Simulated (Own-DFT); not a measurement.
Al3GaN4 (wurtzite random alloy, strained, atoms displaced) (calculated)

Computed with Own-DFT development build. A calculation, not a measurement: plane-wave density functional theory by an unreviewed code, no spin, of a simulated periodic cell, stress positive in tension, run twice, with PBE and with PBEsol, both on files made for PBE, so the change isn't that of files made for PBEsol, forces on such cells passed a denser k mesh, this cell's mesh not checked; the far tail of each file's local potential was reset to the Coulomb form; each entry is a single point on an unrelaxed cell, so the pressure reflects the starting lattice, mostly measured values (interpolated for alloys), from which strain is counted, and rises with the displacements; printed positions are rounded, which can move forces by about a meV/angstrom; the program, named Own-DFT, is a retired in-house code; no spin-orbit coupling; stress was not checked against mesh or cutoff.

Settings shared by all entries: functional PBE, then PBEsol; potential files PseudoDojo norm-conserving, scalar-relativistic, standard set; wave cutoff 42 hartree; occupations Fermi-Dirac; smearing width 0.1 eV; k mesh 4 x 4 x 3 centred on Gamma.

(1) 
```cif
# cell vector a (Å): 9.5816 0.0000 0.0000
# cell vector b (Å): -4.7908 8.2979 0.0000
# cell vector c (Å): 0.0000 0.0000 10.0655
data_Al3GaN4
_symmetry_space_group_name_H-M 'P 1'
_symmetry_Int_Tables_number 1
_cell_length_a 9.5816
_cell_length_b 9.5816
_cell_length_c 10.0655
_cell_angle_alpha 90.000
_cell_angle_beta 90.000
_cell_angle_gamma 120.000
_cell_volume 800.28
loop_
_atom_site_label
_atom_site_type_symbol
_atom_site_fract_x
_atom_site_fract_y
_atom_site_fract_z
_atom_site_occupancy
Al1 Al 0.11737 0.22348 0.99946 1
Al2 Al 0.21482 0.09960 0.25024 1
N1 N 0.10424 0.21057 0.19058 1
N2 N 0.21267 0.11221 0.44464 1
Ga1 Ga 0.11097 0.22713 0.50093 1
Ga2 Ga 0.21638 0.10528 0.75070 1
N3 N 0.11189 0.22229 0.69138 1
N4 N 0.21372 0.11822 0.94947 1
Al3 Al 0.11454 0.56602 0.00599 1
Al4 Al 0.21786 0.44288 0.24875 1
N5 N 0.10306 0.55401 0.18854 1
N6 N 0.22772 0.44734 0.44256 1
Al5 Al 0.11646 0.55656 0.49567 1
Al6 Al 0.22950 0.44070 0.75077 1
N7 N 0.11198 0.56289 0.68151 1
N8 N 0.21669 0.44455 0.94526 1
Al7 Al 0.09769 0.88360 0.99665 1
Al8 Al 0.21408 0.77665 0.24044 1
N9 N 0.09861 0.88373 0.18490 1
N10 N 0.22388 0.78592 0.43158 1
Ga3 Ga 0.11678 0.89388 0.50245 1
Al9 Al 0.20699 0.77439 0.75969 1
N11 N 0.10442 0.88085 0.69127 1
N12 N 0.22803 0.77111 0.93859 1
Al10 Al 0.44858 0.22497 0.99735 1
Ga4 Ga 0.56114 0.11816 0.24911 1
N13 N 0.45022 0.23037 0.19611 1
N14 N 0.55572 0.12339 0.44623 1
Al11 Al 0.43954 0.22241 0.50330 1
Ga5 Ga 0.56539 0.11720 0.75174 1
N15 N 0.43652 0.21045 0.68413 1
N16 N 0.55945 0.12109 0.93475 1
Al12 Al 0.43867 0.55257 0.99566 1
Al13 Al 0.55756 0.44768 0.24949 1
N17 N 0.44632 0.55701 0.19473 1
N18 N 0.56085 0.45002 0.44095 1
Al14 Al 0.44125 0.55257 0.49673 1
Al15 Al 0.56294 0.43723 0.75543 1
N19 N 0.44343 0.55601 0.68684 1
N20 N 0.55633 0.44653 0.93969 1
Ga6 Ga 0.44646 0.89609 0.99478 1
Al16 Al 0.56309 0.77735 0.26372 1
N21 N 0.43950 0.89172 0.19678 1
N22 N 0.54822 0.76784 0.45393 1
Al17 Al 0.44441 0.88531 0.50994 1
Al18 Al 0.56017 0.77077 0.74626 1
N23 N 0.45552 0.89619 0.68903 1
N24 N 0.55945 0.78516 0.94539 1
Al19 Al 0.77691 0.22645 0.00260 1
Ga7 Ga 0.90507 0.11376 0.24579 1
N25 N 0.77790 0.21947 0.19157 1
N26 N 0.88906 0.11150 0.43969 1
Al20 Al 0.77125 0.22057 0.49565 1
Al21 Al 0.89413 0.12628 0.74416 1
N27 N 0.77315 0.22012 0.70216 1
N28 N 0.87948 0.10709 0.93728 1
Al22 Al 0.78053 0.54991 0.99603 1
Ga8 Ga 0.87955 0.43721 0.25545 1
N29 N 0.77721 0.55469 0.18767 1
N30 N 0.88658 0.44741 0.44180 1
Ga9 Ga 0.77519 0.55169 0.50284 1
Al23 Al 0.89861 0.45559 0.75022 1
N31 N 0.78249 0.56193 0.68308 1
N32 N 0.88393 0.44591 0.94088 1
Al24 Al 0.78047 0.88707 0.01194 1
Al25 Al 0.89285 0.77551 0.25469 1
N33 N 0.77477 0.88134 0.18989 1
N34 N 0.89727 0.78280 0.44080 1
Al26 Al 0.77401 0.89150 0.50482 1
Al27 Al 0.89554 0.78047 0.75339 1
N35 N 0.78339 0.88320 0.69149 1
N36 N 0.89137 0.77963 0.93949 1
_calc_PBE_pressure -1.13  # GPa
_calc_PBE_stress_xx 2.5  # GPa
_calc_PBE_stress_yy 5.04  # GPa
_calc_PBE_stress_zz -4.15  # GPa
_calc_PBE_stress_yz -0.02  # GPa
_calc_PBE_stress_xz 0.9  # GPa
_calc_PBE_stress_xy -0.59  # GPa
_calc_PBEsol_pressure -4.11  # GPa
_calc_PBEsol_stress_xx 5.45  # GPa
_calc_PBEsol_stress_yy 7.99  # GPa
_calc_PBEsol_stress_zz -1.1  # GPa
_calc_PBEsol_stress_yz -0.01  # GPa
_calc_PBEsol_stress_xz 0.89  # GPa
_calc_PBEsol_stress_xy -0.57  # GPa
_calc_rms_change_of_force_components_from_PBE_to_PBEsol 0.07  # eV/angstrom
```

Force:
```tsv
force element	PBE force x (eV/Å)	PBE force y (eV/Å)	PBE force z (eV/Å)	PBEsol force x (eV/Å)	PBEsol force y (eV/Å)	PBEsol force z (eV/Å)
Al	-3.422	0.489	0.411	-3.461	0.499	0.405
Al	0.58	1.145	0.113	0.585	1.124	0.113
N	3.357	2.995	-1.008	3.14	2.86	-0.92
N	1.922	0.552	-1.284	1.76	0.477	-1.155
Ga	-0.277	-0.371	-0.126	-0.25	-0.389	-0.119
Ga	0.252	0.25	0.307	0.246	0.249	0.28
N	-0.663	0.794	0.731	-0.509	0.701	0.606
N	3.356	-1.904	-0.873	3.37	-1.921	-0.999
Al	-0.031	-2.076	-0.885	-0.043	-2.087	-0.9
Al	0.618	0.213	-0.201	0.595	0.184	-0.208
N	1.228	0.142	0.694	1.091	0.054	0.772
N	-1.061	0.332	-1.142	-1.054	0.161	-1.078
Al	-1.086	0.898	-0.339	-1.1	0.895	-0.365
Al	-1.126	0.884	-0.08	-1.133	0.885	-0.087
N	0.671	-0.682	1.513	0.684	-0.678	1.508
N	0.413	0.065	-0.471	0.393	0.067	-0.457
Al	1.491	1.222	0.564	1.532	1.234	0.544
Al	0.739	0.502	1.097	0.706	0.502	1.071
N	1.31	0.452	-0.025	1.295	0.451	-0.028
N	1.269	-1.157	0.59	1.13	-1.063	0.645
Ga	-0.287	-0.778	-0.612	-0.303	-0.766	-0.588
Al	2.415	0.167	-2.366	2.433	0.193	-2.381
N	0.604	0.418	1.464	0.602	0.584	1.313
N	-2.561	0.919	0.719	-2.401	1.027	0.804
Al	-0.842	-0.071	0.992	-0.849	-0.088	0.976
Ga	-0.716	-1.065	0.884	-0.703	-1.033	0.878
N	-1.429	-0.72	-1.328	-1.286	-0.802	-1.266
N	0.564	-1.453	0.123	0.548	-1.469	-0.014
Al	-0.046	0.424	-1.501	-0.065	0.425	-1.525
Ga	-1.782	-1.655	-1.099	-1.734	-1.635	-1.055
N	-0.03	1.806	1.626	-0.029	1.648	1.745
N	-0.546	0.288	2.495	-0.515	0.133	2.324
Al	0.382	1.393	0.933	0.379	1.389	0.922
Al	0.026	0.117	0.24	0.049	0.122	0.241
N	-0.637	-0.263	-0.357	-0.635	-0.255	-0.351
N	-1.623	-1.185	-0.298	-1.45	-1.096	-0.23
Al	1.132	-0.384	0.727	1.142	-0.399	0.724
Al	-1.1	0.511	-1.864	-1.095	0.497	-1.888
N	0.77	-1.069	0.925	0.786	-1.068	0.912
N	0.086	-0.259	0.226	0.087	-0.246	0.256
Ga	1.106	0.052	1.156	1.094	0.04	1.122
Al	-1.46	-0.013	-1.429	-1.464	0.006	-1.429
N	0.709	-0.824	-0.402	0.727	-0.668	-0.474
N	0.411	1.766	-1.184	0.404	1.753	-1.146
Al	-0.983	0.768	-1.871	-0.993	0.788	-1.907
Al	-0.547	1.393	0.752	-0.55	1.402	0.75
N	-0.675	-1.693	1.489	-0.674	-1.53	1.582
N	0.941	-1.639	-0.949	0.794	-1.542	-0.891
Al	0.903	-0.64	-0.722	0.898	-0.641	-0.732
Ga	-3.864	-2.061	1.04	-3.766	-2.002	1.034
N	0.736	0.079	-0.873	0.701	0.09	-0.697
N	-1.366	-0.229	0.866	-1.206	-0.141	0.755
Al	0.474	0.537	0.846	0.481	0.548	0.836
Al	0.274	-2.385	1.471	0.287	-2.409	1.451
N	2.295	2.88	-2.689	2.067	2.772	-2.607
N	1.009	0.737	0.828	1.006	0.726	0.826
Al	-1.466	1.238	1.015	-1.477	1.247	1.008
Ga	0.03	0.694	-0.901	0.021	0.686	-0.868
N	-0.589	0.41	-0.13	-0.454	0.331	-0.072
N	1.932	-1.121	0.966	1.766	-1.027	0.848
Ga	-0.033	1.414	-1.574	-0.022	1.381	-1.525
Al	-0.495	-1.062	-0.554	-0.503	-1.067	-0.563
N	0.149	-0.806	3.941	0.149	-0.796	3.707
N	1.613	0.214	-0.429	1.628	0.202	-0.426
Al	-1.035	0.422	-2.794	-1.02	0.436	-2.813
Al	-1.157	-0.659	-0.179	-1.148	-0.663	-0.185
N	0.413	-0.109	1.989	0.429	0.02	2.053
N	-1.657	-0.115	-0.236	-1.515	-0.159	-0.104
Al	1.387	-0.608	-0.213	1.393	-0.611	-0.231
Al	-1.622	-0.475	-0.887	-1.622	-0.477	-0.899
N	-0.689	1.095	0.015	-0.683	1.104	0.036
N	-0.663	-1.148	0.127	-0.687	-1.162	0.135
```

(2) 
```cif
# cell vector a (Å): 9.5816 0.0000 0.0000
# cell vector b (Å): -4.7908 8.2979 0.0000
# cell vector c (Å): 0.0000 0.0000 10.0655
data_Al3GaN4
_symmetry_space_group_name_H-M 'P 1'
_symmetry_Int_Tables_number 1
_cell_length_a 9.5816
_cell_length_b 9.5816
_cell_length_c 10.0655
_cell_angle_alpha 90.000
_cell_angle_beta 90.000
_cell_angle_gamma 120.000
_cell_volume 800.28
loop_
_atom_site_label
_atom_site_type_symbol
_atom_site_fract_x
_atom_site_fract_y
_atom_site_fract_z
_atom_site_occupancy
Ga1 Ga 0.10162 0.22002 0.00253 1
Al1 Al 0.22985 0.10642 0.24331 1
N1 N 0.10607 0.22095 0.19281 1
N2 N 0.22817 0.12863 0.44191 1
Al2 Al 0.12159 0.22341 0.51112 1
Al3 Al 0.22964 0.11135 0.74286 1
N3 N 0.09951 0.20471 0.68685 1
N4 N 0.22635 0.11931 0.93179 1
Al4 Al 0.10875 0.55132 0.00311 1
Al5 Al 0.22573 0.44639 0.24965 1
N5 N 0.12442 0.56483 0.19473 1
N6 N 0.21482 0.44750 0.44108 1
Al6 Al 0.10436 0.55371 0.49447 1
Al7 Al 0.22732 0.44518 0.75162 1
N7 N 0.11798 0.56112 0.68853 1
N8 N 0.24291 0.46586 0.94087 1
Al8 Al 0.10844 0.88773 0.99841 1
Al9 Al 0.22394 0.78649 0.25142 1
N9 N 0.11390 0.88803 0.18656 1
N10 N 0.22126 0.77804 0.43998 1
Ga2 Ga 0.10619 0.88491 0.49801 1
Al10 Al 0.22023 0.76792 0.75098 1
N11 N 0.11567 0.88689 0.69215 1
N12 N 0.22483 0.77317 0.94161 1
Al11 Al 0.45881 0.23061 0.00445 1
Al12 Al 0.55798 0.10663 0.24220 1
N13 N 0.44791 0.22125 0.18348 1
N14 N 0.55130 0.10254 0.44077 1
Al13 Al 0.45310 0.23558 0.49389 1
Al14 Al 0.55719 0.11895 0.75607 1
N15 N 0.44250 0.21949 0.69879 1
N16 N 0.55550 0.10732 0.94348 1
Ga3 Ga 0.44739 0.55078 0.00175 1
Al15 Al 0.54491 0.44814 0.23995 1
N17 N 0.44781 0.56708 0.19221 1
N18 N 0.55021 0.44693 0.44492 1
Al16 Al 0.44567 0.55851 0.50145 1
Ga4 Ga 0.54709 0.44820 0.74836 1
N19 N 0.44560 0.55522 0.69322 1
N20 N 0.55992 0.43948 0.93606 1
Al17 Al 0.44745 0.89420 0.00300 1
Al18 Al 0.55091 0.77091 0.26055 1
N21 N 0.44554 0.88640 0.19011 1
N22 N 0.55806 0.77597 0.43976 1
Al19 Al 0.44988 0.89361 0.50383 1
Al20 Al 0.55693 0.77784 0.76167 1
N23 N 0.43674 0.88366 0.68292 1
N24 N 0.55162 0.78254 0.93426 1
Al21 Al 0.78720 0.22917 0.00719 1
Al22 Al 0.89098 0.10577 0.25152 1
N25 N 0.77015 0.19741 0.19056 1
N26 N 0.88854 0.09893 0.44495 1
Al23 Al 0.78625 0.22050 0.49673 1
Al24 Al 0.89680 0.11373 0.75802 1
N27 N 0.78492 0.22531 0.69420 1
N28 N 0.87942 0.09466 0.94466 1
Ga5 Ga 0.77026 0.55619 0.01041 1
Ga6 Ga 0.89764 0.45585 0.24884 1
N29 N 0.77648 0.55514 0.19966 1
N30 N 0.89065 0.44304 0.44509 1
Al25 Al 0.77180 0.55759 0.50052 1
Ga7 Ga 0.88592 0.44509 0.74759 1
N31 N 0.77765 0.56387 0.69238 1
N32 N 0.88925 0.44893 0.93856 1
Ga8 Ga 0.78285 0.88487 0.01123 1
Al26 Al 0.89277 0.78436 0.23909 1
N33 N 0.78754 0.89012 0.19306 1
N34 N 0.89286 0.78288 0.44716 1
Ga9 Ga 0.78480 0.89115 0.50987 1
Al27 Al 0.88330 0.77285 0.74651 1
N35 N 0.77196 0.89460 0.68829 1
N36 N 0.88680 0.78564 0.94418 1
_calc_PBE_pressure -0.87  # GPa
_calc_PBE_stress_xx 3.57  # GPa
_calc_PBE_stress_yy 4.05  # GPa
_calc_PBE_stress_zz -4.99  # GPa
_calc_PBE_stress_yz 0.03  # GPa
_calc_PBE_stress_xz 0.21  # GPa
_calc_PBE_stress_xy 0.39  # GPa
_calc_PBEsol_pressure -3.84  # GPa
_calc_PBEsol_stress_xx 6.51  # GPa
_calc_PBEsol_stress_yy 6.91  # GPa
_calc_PBEsol_stress_zz -1.91  # GPa
_calc_PBEsol_stress_yz 0.05  # GPa
_calc_PBEsol_stress_xz 0.23  # GPa
_calc_PBEsol_stress_xy 0.38  # GPa
_calc_rms_change_of_force_components_from_PBE_to_PBEsol 0.067  # eV/angstrom
```

Force:
```tsv
force element	PBE force x (eV/Å)	PBE force y (eV/Å)	PBE force z (eV/Å)	PBEsol force x (eV/Å)	PBEsol force y (eV/Å)	PBEsol force z (eV/Å)
Ga	1.538	0.31	-0.825	1.527	0.264	-0.776
Al	-1.535	0.963	0.987	-1.537	0.953	0.973
N	1.302	0.524	0.587	1.304	0.517	0.427
N	1.775	-1.107	-1.265	1.775	-1.22	-1.233
Al	-2.174	0.4	-2.592	-2.191	0.405	-2.601
Al	-1.148	-1.17	0.863	-1.175	-1.157	0.833
N	1.312	2.164	2.086	1.314	2.148	2.103
N	0.623	-0.692	1.544	0.51	-0.619	1.59
Al	0.589	1.457	-0.533	0.575	1.438	-0.527
Al	-0.629	-0.484	0.677	-0.616	-0.494	0.643
N	-0.58	-0.534	-0.783	-0.7	-0.588	-0.716
N	1.573	-0.452	0.161	1.572	-0.453	0.168
Al	1.012	1.062	1.002	0.992	1.071	0.99
Al	-0.878	-0.05	-0.472	-0.871	-0.096	-0.48
N	0.196	-1.631	-0.229	0.087	-1.706	-0.196
N	-3.072	-2.644	-0.672	-2.869	-2.62	-0.554
Al	1.03	0.671	-1.464	1.022	0.674	-1.457
Al	1.264	-0.663	0.067	1.245	-0.657	0.052
N	-0.442	0.31	0.269	-0.443	0.303	0.269
N	0.622	-0.186	-0.591	0.494	-0.107	-0.507
Ga	1.38	1.305	0.803	1.341	1.254	0.808
Al	-0.018	1.692	-0.09	-0.029	1.697	-0.088
N	-0.828	-0.295	0.875	-0.824	-0.301	0.725
N	-0.986	0.448	0.419	-0.969	0.443	0.428
Al	-1.159	-1.825	-2.5	-1.163	-1.82	-2.511
Al	-0.33	-0.388	1.448	-0.357	-0.37	1.443
N	-0.132	0.709	1.718	-0.118	0.706	1.738
N	0.13	2.169	-0.729	0.131	2.163	-0.723
Al	0.238	-2.434	1.073	0.256	-2.439	1.082
Al	0.818	-1.312	-1.007	0.83	-1.301	-1.015
N	0.778	0.841	-1.928	0.774	1.001	-1.879
N	0.266	1.404	0.438	0.28	1.402	0.457
Ga	0.574	1.881	-0.516	0.534	1.841	-0.507
Al	1.551	-0.594	1.946	1.554	-0.607	1.923
N	0.244	-1.76	0.418	0.223	-1.75	0.242
N	0.641	0.723	-1.381	0.624	0.743	-1.386
Al	-1.104	0.213	0.089	-1.098	0.204	0.091
Ga	2.127	-1.04	-0.194	2.082	-1.01	-0.163
N	-1.776	1.034	-0.852	-1.589	0.943	-0.771
N	-0.609	0.272	1.785	-0.607	0.451	1.699
Al	-0.089	-1.248	-0.604	-0.091	-1.249	-0.598
Al	0.176	2.18	-1.271	0.195	2.204	-1.316
N	-0.139	-0.004	0.475	-0.132	-0.021	0.489
N	-0.76	-0.305	1.01	-0.638	-0.223	1.092
Al	-0.413	-1.118	-0.937	-0.406	-1.126	-0.969
Al	-0.734	0.712	-3.573	-0.719	0.689	-3.615
N	0.904	0.61	2.467	0.9	0.607	2.489
N	0.777	-0.274	3.182	0.875	-0.344	3.306
Al	-0.512	-1.429	-1.325	-0.512	-1.41	-1.339
Al	0.023	-0.052	1.169	0.028	-0.055	1.151
N	0.129	2.27	0.002	0.141	2.335	0.039
N	-0.013	3.012	-1.175	0.013	2.797	-1.084
Al	-0.613	-0.734	0.538	-0.621	-0.735	0.524
Al	-1.525	-1.101	-0.786	-1.516	-1.093	-0.786
N	-0.51	-1.105	-0.434	-0.505	-0.934	-0.38
N	-0.713	3.06	-0.677	-0.587	2.926	-0.535
Ga	1.357	0.587	-1.72	1.324	0.57	-1.695
Ga	0.626	-1.54	0.813	0.603	-1.475	0.824
N	-1.293	0.584	0.069	-1.139	0.495	-0.036
N	-1.428	-0.138	-0.171	-1.441	-0.129	-0.307
Al	0.842	0.231	-0.128	0.845	0.216	-0.142
Ga	0.533	0.601	-0.425	0.51	0.579	-0.393
N	-0.162	-0.952	-0.964	-0.156	-1.123	-0.871
N	0.79	-0.714	2.046	0.651	-0.639	1.902
Ga	-2.643	0.008	-1.492	-2.558	0.026	-1.449
Al	0.699	-0.628	2.326	0.727	-0.637	2.306
N	-1.489	-0.613	1.788	-1.527	-0.609	1.581
N	-0.526	-2.096	-2.161	-0.502	-1.899	-2.041
Ga	-0.896	-0.754	-1.755	-0.867	-0.712	-1.703
Al	0.249	2.146	0.581	0.237	2.163	0.576
N	0.852	-0.795	3.557	0.858	-0.784	3.324
N	2.318	-1.694	-1.059	2.119	-1.715	-0.934
```
